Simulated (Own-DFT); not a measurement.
# Energy and forces against displacement in 4H SiC, 72 atoms (C36Si36)

Calculated results; nothing here was measured. They come from Own-DFT, an in-house plane-wave density functional program, since retired, whose code no person has reviewed. Each row is one single-point run on a periodic cell that was not relaxed, without spin or spin-orbit coupling.

Settings of every run: PBE; PseudoDojo norm-conserving scalar-relativistic files; cutoff 42 hartree; 4 x 4 x 3 k mesh centred on Gamma; Fermi-Dirac smearing of 0.1 eV.

Known limits: forces on such cells passed a denser k mesh, each cell not checked; stress not checked against mesh or cutoff.

Cell vectors in Å: (9.248, 0.000, 0.000); (-4.624, 8.009, 0.000); (0.000, 0.000, 10.068). In each run every atom was moved at random and independently from its ideal site; u is the rms move along one axis. E is the free energy for each atom above the fitted value at u = 0, and F the rms of the force components.

```
run,u (Å),E (meV/atom),F (eV/Å),largest force (eV/Å),P (GPa)
1,0.0299,33.9,0.908,3.05,3.72
2,0.0311,36.6,0.928,3.15,3.83
3,0.0312,?,?,?,?
4,0.0575,111.7,1.560,5.39,5.54
5,0.0611,139.0,1.820,7.28,6.43
6,0.0958,328.7,2.933,11.77,10.52
7,0.0990,374.9,3.240,13.28,11.72
8,0.1066,444.8,3.522,14.39,13.49
```

## Worked fit

For small independent moves the energy grows as E = (3/2) K u², with K the mean stiffness felt by one atom. The runs with u up to 0.11 Å give K = 24.7 ± 0.7 eV/Å², with residuals divided by u² + 0.0006 Å², since the noise grows with the moves. The scatter is 5.3 meV/atom at u = 0.05 Å. The forces follow F = G u with G = 30.5 eV/Å²; no force at u = 0 is resolved. G exceeds K because the moves of its neighbours add to the force on an atom, and stiffness differs between atoms. The pressure follows P = 2.85 + 899 u² GPa: at fixed volume, shortened bonds push harder than stretched ones pull.

## Withheld run

Question: what energy and rms force should run 3 give?

The fit gives 36 ± 3 meV/atom and about 0.95 eV/Å. The calculation gave 34.8 meV/atom and 0.887 eV/Å.
